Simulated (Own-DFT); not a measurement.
GaN (wurtzite, strained, atoms displaced) (calculated)

All values are calculated (Own-DFT development build). A calculation, not a measurement: plane-wave PBE density functional theory by an unreviewed code, no spin, of a simulated periodic cell, stress positive in tension, free energy of the whole cell less one offset for each atom, forces on such cells passed a denser k mesh, this cell's mesh not checked; offsets are fitted by least squares, one for each functional and potential file, so energies compare only between cells with the same atoms and settings and are not formation energies; the far tail of each file's local potential was reset to the Coulomb form; each entry is a single point on an unrelaxed cell, so the pressure reflects the starting lattice, mostly measured values (interpolated for alloys), from which strain is counted, and rises with the displacements; printed positions are rounded, which can move forces by about a meV/angstrom; the program, named Own-DFT, is a retired in-house code; no spin-orbit coupling.

```xyz
96
Lattice="12.7560 0.0000 0.0000 -4.7835 8.2853 0.0000 0.0000 0.0000 10.2922" Properties=species:S:1:pos:R:3:force_x:R:1:force_y:R:1:force_z:R:1 formula=GaN functional=PBE potential_files=PseudoDojo_norm-conserving,scalar-relativistic,standard_set_with_the_stringent_files_for_Ga wave_cutoff=96 occupations=Gaussian smearing_width=0.01 k_mesh=3_x_4_x_3_centred_on_Gamma free_energy_of_cell_above_offsets=-5.439 pressure=8.11 stress_xx=-6.61 stress_yy=-6.87 stress_zz=-10.85 stress_yz=-0.47 stress_xz=-0.56 stress_xy=0.28
Ga    -0.0443     1.8102     0.0340      1.728      0.056     -1.018
Ga     1.5638     1.0198     2.6315      0.835     -0.541      -1.56
N     -0.0178     1.9149     1.8979     -0.104     -2.038      1.012
N      1.5094     0.8943     4.4912      0.569      0.577      0.777
Ga    -0.0427     1.8534     5.1508      0.632      0.312     -0.918
Ga     1.5963     0.8835     7.7195      0.397      1.061      0.371
N      0.0324     1.8191     6.9931     -0.127     -0.087      2.038
N      1.6212     0.9590     9.6355     -0.224     -0.332      1.057
Ga    -1.6120     4.5765     0.0025      0.792      0.918     -0.058
Ga    -0.0327     3.6558     2.5161      0.757      1.658      1.186
N     -1.5792     4.6235     1.9571     -0.727     -0.441     -0.517
N     -0.0696     3.6411     4.5164      0.836       0.91     -0.348
Ga    -1.6438     4.6434     5.1029      0.535     -0.746     -0.103
Ga     0.0069     3.6560     7.7141     -0.613     -0.165      -0.05
N     -1.5862     4.5561     7.0198      0.051      0.478      0.894
N     -0.0111     3.6162     9.6808     -0.165      0.681     -0.811
Ga    -3.2152     7.3475     0.0347      1.069      1.023     -1.245
Ga    -1.5977     6.4599     2.4874      0.525     -0.494      1.677
N     -3.1075     7.3928     1.9337     -1.709      0.858      0.283
N     -1.5837     6.4201     4.5052      -0.71      0.586     -0.676
Ga    -3.2539     7.3580     5.0872      2.775      0.708      1.573
Ga    -1.6456     6.4265     7.7164      1.077     -0.599      -0.44
N     -3.1079     7.4047     7.1528     -2.297     -0.999      -2.07
N     -1.5869     6.4455     9.5896      0.219     -0.136      2.049
Ga     3.2654     1.8760     0.0534     -1.436     -1.413      -0.65
Ga     4.8423     0.9081     2.5158     -1.086       1.15      1.933
N      3.2058     1.8731     1.9298     -0.037     -0.204      1.111
N      4.6921     0.8229     4.5277      1.172      1.014     -0.357
Ga     3.1338     1.8462     5.1571      0.778     -0.818       0.02
Ga     4.7915     0.9090     7.7932      0.059      0.844     -2.571
N      3.1846     1.8638     7.1271      0.007     -0.489     -0.598
N      4.8214     1.0122     9.6053     -0.748      -1.81      2.093
Ga     1.5950     4.5207    10.2100        0.4      0.983       1.08
Ga     3.1630     3.7341     2.5962      0.472     -0.095     -0.265
N      1.5955     4.6348     1.9178      -0.43       0.06      0.033
N      3.1722     3.6942     4.5642      0.542     -0.066     -0.457
Ga     1.6180     4.5602     5.2350     -1.012      0.294     -2.485
Ga     3.1142     3.6603     7.6960      1.454      0.033      0.773
N      1.5941     4.6329     7.0771      -0.55     -0.687      1.189
N      3.2408     3.5966     9.6966     -0.822      1.894     -1.421
Ga     0.0259     7.3574     0.0461     -0.276     -0.161     -1.208
Ga     1.5863     6.5025     2.6135      0.652     -1.178     -0.438
N     -0.0025     7.4017     1.9868      0.445     -0.603      -1.06
N      1.6087     6.4453     4.5477      0.476     -0.569      0.143
Ga    -0.0018     7.2324     5.1765     -0.536      1.908     -0.332
Ga     1.5580     6.4306     7.6233      0.145      1.665      1.285
N     -0.0925     7.4409     7.0889      1.145     -1.551      0.218
N      1.6082     6.4436     9.6469      0.202      -0.16     -0.371
Ga     6.3263     1.7695     0.0447      2.077        1.6     -0.496
Ga     7.9660     0.8314     2.5111      0.752      1.373      0.638
N      6.4338     1.8684     1.9532      -0.41     -0.913      0.069
N      8.0139     0.9114     4.4951     -0.414      0.086     -0.471
Ga     6.4131     1.8625     5.1437      -1.09     -1.888     -0.162
Ga     7.9187     0.9569     7.7448      2.074     -1.294     -0.361
N      6.4822     1.7870     7.0464     -2.543      1.472      0.289
N      7.9915     0.9649     9.6126     -0.212     -0.441      1.397
Ga     4.7831     4.5551    10.2813       0.55      0.883     -0.046
Ga     6.4064     3.6576     2.6491     -0.169       0.75     -1.238
N      4.8166     4.5487     1.9003     -0.073      0.667       1.44
N      6.3949     3.6375     4.5625      0.125      1.185     -0.366
Ga     4.8429     4.6350     5.1160     -0.806     -0.644       0.25
Ga     6.3955     3.6957     7.7569     -0.165     -0.711     -0.587
N      4.7741     4.5789     7.0743      0.046     -0.586     -0.132
N      6.3913     3.6638     9.6702      0.261     -0.257      0.034
Ga     3.2426     7.3830    10.2844      0.118     -0.505     -0.769
Ga     4.8848     6.4962     2.5462     -2.408     -2.638      0.693
N      3.2743     7.3369     1.9362      -1.13     -0.291     -0.108
N      4.7887     6.4569     4.4890      0.735      0.217       0.26
Ga     3.2092     7.3846     5.1904     -0.206     -0.008       -1.3
Ga     4.7626     6.3850     7.5930      0.067      0.278      2.366
N      3.2636     7.3743     7.0482     -1.493     -0.001      1.066
N      4.8766     6.4367     9.6871     -1.068     -0.148     -0.982
Ga     9.6209     1.9043    10.1897     -1.504     -0.286      0.776
Ga    11.1792     0.8651     2.5767     -0.561      1.068     -0.822
N      9.5446     1.8467     1.8476      0.579     -0.941      0.869
N     11.2167     0.9433     4.4811     -1.574     -0.617       0.28
Ga     9.5361     1.8709     5.1416      0.604      0.203      0.153
Ga    11.2591     0.8275     7.6974     -1.033      1.676      0.816
N      9.5931     1.7936     7.1145      0.351      0.032     -0.377
N     11.1546     0.9903     9.7202       0.49     -1.731     -1.528
Ga     7.9996     4.5950    10.2669     -0.754       0.67      0.255
Ga     9.5531     3.5973     2.5653     -0.087      1.386     -0.345
N      7.9707     4.6099     1.9260      0.254      0.384      0.345
N      9.4773     3.8104     4.4938      2.497     -2.962     -0.689
Ga     8.0216     4.5963     5.1262     -2.312      0.826      0.984
Ga     9.5866     3.6437     7.6899      0.199      0.184     -0.063
N      7.9964     4.5870     7.0741     -0.208       0.27      0.059
N      9.5897     3.7280     9.6425     -0.292      -0.14     -0.509
Ga     6.3955     7.3956     0.0609      0.112     -0.258     -2.328
Ga     8.0149     6.5149     2.5979      0.106     -1.271     -1.129
N      6.3282     7.3055     1.8940      3.076      1.782      1.221
N      8.0878     6.4144     4.4856     -3.038      0.022      0.351
Ga     6.3864     7.4064     5.1916      0.154     -0.487     -1.106
Ga     7.9417     6.4326     7.6835      1.105      0.122      0.069
N      6.3324     7.3401     7.1033      0.982     -0.314     -0.629
N      8.0077     6.5346     9.5874     -0.901     -1.091      1.091
```

Units: wave_cutoff in hartree; smearing_width, free_energy_of_cell_above_offsets in eV; pressure, stress_xx, stress_yy, stress_zz, stress_yz, stress_xz, stress_xy in GPa; force_x, force_y, force_z in eV/Å.
